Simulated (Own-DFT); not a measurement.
Simulation results for GaP (zincblende, atoms displaced)

All values are calculated (Own-DFT development build). A calculation, not a measurement: plane-wave PBE density functional theory by an unreviewed code, no spin, of a simulated periodic cell, stress positive in tension, free energy of the whole cell less one offset for each atom, forces on such cells passed a denser k mesh, this cell's mesh not checked; offsets are fitted by least squares, one for each functional and potential file, so energies compare only between cells with the same atoms and settings and are not formation energies; the far tail of each file's local potential was reset to the Coulomb form; each entry is a single point on an unrelaxed cell, so the pressure reflects the starting lattice, mostly measured values (interpolated for alloys), from which strain is counted, and rises with the displacements; printed positions are rounded, which can move forces by about a meV/angstrom; the program, named Own-DFT, is a retired in-house code; no spin-orbit coupling.

GaP (zincblende, atoms displaced)

```cif
# cell vector a (Å): 16.3515 0.0000 0.0000
# cell vector b (Å): 0.0000 10.9010 0.0000
# cell vector c (Å): 0.0000 0.0000 10.9010
data_GaP
_symmetry_space_group_name_H-M 'P 1'
_symmetry_Int_Tables_number 1
_cell_length_a 16.3515
_cell_length_b 10.9010
_cell_length_c 10.9010
_cell_angle_alpha 90.000
_cell_angle_beta 90.000
_cell_angle_gamma 90.000
_cell_volume 1943.08
loop_
_atom_site_label
_atom_site_type_symbol
_atom_site_fract_x
_atom_site_fract_y
_atom_site_fract_z
_atom_site_occupancy
Ga1 Ga 0.00160 0.99893 0.99928 1
Ga2 Ga 0.99887 0.24825 0.25171 1
Ga3 Ga 0.16765 0.99755 0.25000 1
Ga4 Ga 0.16724 0.25428 0.99965 1
P1 P 0.08276 0.12467 0.12796 1
P2 P 0.08262 0.37181 0.37173 1
P3 P 0.25177 0.12526 0.37419 1
P4 P 0.25006 0.37397 0.12621 1
Ga5 Ga 0.00024 0.00134 0.50167 1
Ga6 Ga 0.99900 0.25022 0.74890 1
Ga7 Ga 0.16709 0.00080 0.74930 1
Ga8 Ga 0.16598 0.24842 0.49720 1
P5 P 0.08293 0.12593 0.62159 1
P6 P 0.08213 0.37711 0.87638 1
P7 P 0.24897 0.11891 0.87377 1
P8 P 0.24978 0.37277 0.62532 1
Ga9 Ga 0.99969 0.49985 0.99939 1
Ga10 Ga 0.00005 0.74721 0.25005 1
Ga11 Ga 0.16692 0.49753 0.25125 1
Ga12 Ga 0.16707 0.74905 0.99981 1
P9 P 0.08399 0.62642 0.12593 1
P10 P 0.08394 0.87585 0.37637 1
P11 P 0.25116 0.62602 0.37726 1
P12 P 0.24800 0.87291 0.12452 1
Ga13 Ga 0.99984 0.50129 0.49880 1
Ga14 Ga 0.99916 0.74742 0.74923 1
Ga15 Ga 0.16564 0.50162 0.74704 1
Ga16 Ga 0.16812 0.75207 0.50160 1
P13 P 0.08308 0.62724 0.62435 1
P14 P 0.08268 0.87586 0.87364 1
P15 P 0.25011 0.62652 0.87353 1
P16 P 0.24984 0.87532 0.62453 1
Ga17 Ga 0.33499 0.99849 0.00245 1
Ga18 Ga 0.33417 0.24951 0.25233 1
Ga19 Ga 0.50157 0.99918 0.25106 1
Ga20 Ga 0.50394 0.24913 0.00015 1
P17 P 0.41688 0.12534 0.12451 1
P18 P 0.41819 0.37579 0.37201 1
P19 P 0.58422 0.12335 0.37339 1
P20 P 0.58417 0.37375 0.12300 1
Ga21 Ga 0.33341 0.99853 0.49833 1
Ga22 Ga 0.33399 0.25006 0.75111 1
Ga23 Ga 0.49844 0.00062 0.75178 1
Ga24 Ga 0.49832 0.24963 0.50034 1
P21 P 0.41504 0.12403 0.62485 1
P22 P 0.41605 0.37322 0.87655 1
P23 P 0.58395 0.12565 0.87505 1
P24 P 0.58429 0.37819 0.62470 1
Ga25 Ga 0.33509 0.50000 0.99848 1
Ga26 Ga 0.33291 0.74690 0.25070 1
Ga27 Ga 0.49892 0.49819 0.25045 1
Ga28 Ga 0.50035 0.74764 0.99939 1
P25 P 0.41690 0.62605 0.12133 1
P26 P 0.41545 0.87619 0.37464 1
P27 P 0.58543 0.62658 0.37176 1
P28 P 0.58234 0.87590 0.12178 1
Ga29 Ga 0.33229 0.50091 0.50110 1
Ga30 Ga 0.33124 0.74719 0.75019 1
Ga31 Ga 0.49900 0.49945 0.74505 1
Ga32 Ga 0.50080 0.75144 0.50011 1
P29 P 0.41711 0.62490 0.62214 1
P30 P 0.41699 0.87440 0.87370 1
P31 P 0.58242 0.62141 0.87363 1
P32 P 0.58374 0.87327 0.62402 1
Ga33 Ga 0.66732 0.99955 0.99703 1
Ga34 Ga 0.66615 0.25039 0.25093 1
Ga35 Ga 0.83192 0.00049 0.25167 1
Ga36 Ga 0.83287 0.24831 0.00083 1
P33 P 0.74989 0.12554 0.12492 1
P34 P 0.75020 0.37679 0.37428 1
P35 P 0.91648 0.12386 0.37733 1
P36 P 0.91540 0.37679 0.12426 1
Ga37 Ga 0.66955 0.99913 0.49817 1
Ga38 Ga 0.66463 0.25011 0.75046 1
Ga39 Ga 0.83436 0.99914 0.74879 1
Ga40 Ga 0.83437 0.25109 0.50072 1
P37 P 0.75038 0.12726 0.62382 1
P38 P 0.74932 0.37483 0.87635 1
P39 P 0.91482 0.12712 0.87482 1
P40 P 0.91719 0.37094 0.62680 1
Ga41 Ga 0.66358 0.49609 0.99927 1
Ga42 Ga 0.66567 0.75090 0.25003 1
Ga43 Ga 0.83199 0.50159 0.25221 1
Ga44 Ga 0.83270 0.75095 0.00232 1
P41 P 0.74938 0.62724 0.12399 1
P42 P 0.75136 0.87299 0.37662 1
P43 P 0.91573 0.62669 0.37542 1
P44 P 0.91926 0.87636 0.12564 1
Ga45 Ga 0.66420 0.50106 0.49980 1
Ga46 Ga 0.66646 0.74852 0.74920 1
Ga47 Ga 0.83420 0.49911 0.75142 1
Ga48 Ga 0.83274 0.74791 0.50212 1
P45 P 0.75153 0.62308 0.62513 1
P46 P 0.75120 0.87521 0.87332 1
P47 P 0.91614 0.62301 0.87389 1
P48 P 0.91589 0.87375 0.62721 1
```

| Item | Value |
| --- | --- |
| functional | PBE |
| potential files | PseudoDojo norm-conserving, scalar-relativistic, standard set |
| wave cutoff | 42 hartree |
| occupations | Fermi-Dirac |
| smearing width | 0.1 eV |
| hardware | one NVIDIA H200 |
| k mesh | 2 x 3 x 3 centred on Gamma |
| free energy of cell above offsets | -53.697 eV |
| pressure | 2.7 GPa |
| stress xx | -2.69 GPa |
| stress yy | -2.69 GPa |
| stress zz | -2.71 GPa |
| stress yz | 0.05 GPa |
| stress xz | 0.15 GPa |
| stress xy | -0.19 GPa |
| wall time | 901.8 s |

Force:
```
element  x (eV/Å)  y (eV/Å)  z (eV/Å)
     Ga      -0.2     0.398    -0.011
     Ga    -0.262     0.034    -0.361
     Ga    -0.137     0.278     0.055
     Ga    -0.155    -0.654    -0.021
      P     0.263     0.111    -0.366
      P     0.007     0.407     0.429
      P    -0.272    -0.201     0.059
      P      0.36     0.255    -0.093
     Ga    -0.152    -0.393    -0.075
     Ga     0.355    -0.214     0.319
     Ga     -0.38     -0.17    -0.262
     Ga     0.174     0.134     0.032
      P      0.14    -0.005     0.541
      P     0.219    -0.169    -0.413
      P     0.319      0.79     0.413
      P    -0.096     0.127    -0.106
     Ga    -0.036     0.203     0.265
     Ga     0.116     0.406     0.132
     Ga     0.023     0.301    -0.049
     Ga    -0.258     0.148    -0.195
      P     0.002    -0.417    -0.111
      P    -0.155    -0.191    -0.037
      P    -0.398    -0.276    -0.157
      P     0.553     0.022     0.103
     Ga     0.006    -0.298     0.074
     Ga     0.019     0.234     0.236
     Ga     0.066    -0.168     0.235
     Ga    -0.237    -0.062    -0.194
      P     0.044    -0.171    -0.221
      P      0.16    -0.321    -0.107
      P    -0.186     -0.51     0.219
      P     0.186     0.062     0.148
     Ga    -0.254    -0.096    -0.156
     Ga     0.051     0.042    -0.382
     Ga    -0.329     0.043     -0.26
     Ga    -0.654    -0.033    -0.007
      P     0.256     0.046     0.146
      P    -0.444    -0.064     0.581
      P    -0.072     0.183     0.399
      P    -0.247     0.069     0.602
     Ga    -0.131     0.127      0.18
     Ga    -0.321    -0.277      0.12
     Ga       0.3    -0.069    -0.294
     Ga     0.368    -0.031    -0.025
      P     0.202     0.065    -0.012
      P     0.482     0.043     -0.25
      P    -0.108    -0.267    -0.205
      P    -0.368    -0.585    -0.139
     Ga    -0.438    -0.039     0.114
     Ga     0.061     0.306    -0.243
     Ga     0.392     0.406    -0.445
     Ga     0.083     0.227      -0.3
      P    -0.018    -0.225     0.525
      P     0.325    -0.317    -0.139
      P    -0.681    -0.195     0.265
      P     0.211    -0.106     0.187
     Ga     0.202    -0.322    -0.105
     Ga     0.465     0.376    -0.261
     Ga    -0.173    -0.049      0.46
     Ga    -0.081    -0.105    -0.325
      P    -0.177     0.149     0.177
      P    -0.173    -0.254     0.155
      P     0.002     0.202    -0.075
      P     0.044     0.471     0.179
     Ga     0.115    -0.004     0.187
     Ga     0.202    -0.005    -0.098
     Ga     0.301    -0.097    -0.175
     Ga    -0.037     0.322     0.009
      P    -0.169    -0.183     0.091
      P    -0.197    -0.193     0.304
      P    -0.144     0.057    -0.126
      P      0.09    -0.183     0.274
     Ga    -0.274     0.074     0.226
     Ga     0.426     0.129    -0.128
     Ga    -0.216     0.305     0.053
     Ga    -0.191    -0.015     -0.19
      P    -0.118    -0.179     0.196
      P     0.022    -0.126    -0.147
      P      0.44    -0.388     0.036
      P    -0.056     0.774    -0.316
     Ga     0.578     0.507    -0.033
     Ga     0.296     0.293    -0.346
     Ga      0.09      0.09    -0.395
     Ga     0.327     0.061    -0.185
      P    -0.264    -0.382     0.049
      P    -0.137    -0.047    -0.246
      P     0.097    -0.194     0.033
      P    -0.448    -0.107     0.071
     Ga     0.576       0.1    -0.146
     Ga     0.115    -0.064     0.111
     Ga    -0.147     -0.27    -0.112
     Ga      0.16     0.193     0.007
      P    -0.359    -0.099     0.063
      P    -0.186    -0.127     0.029
      P      0.01     0.316     0.321
      P      0.24     0.033    -0.368
```
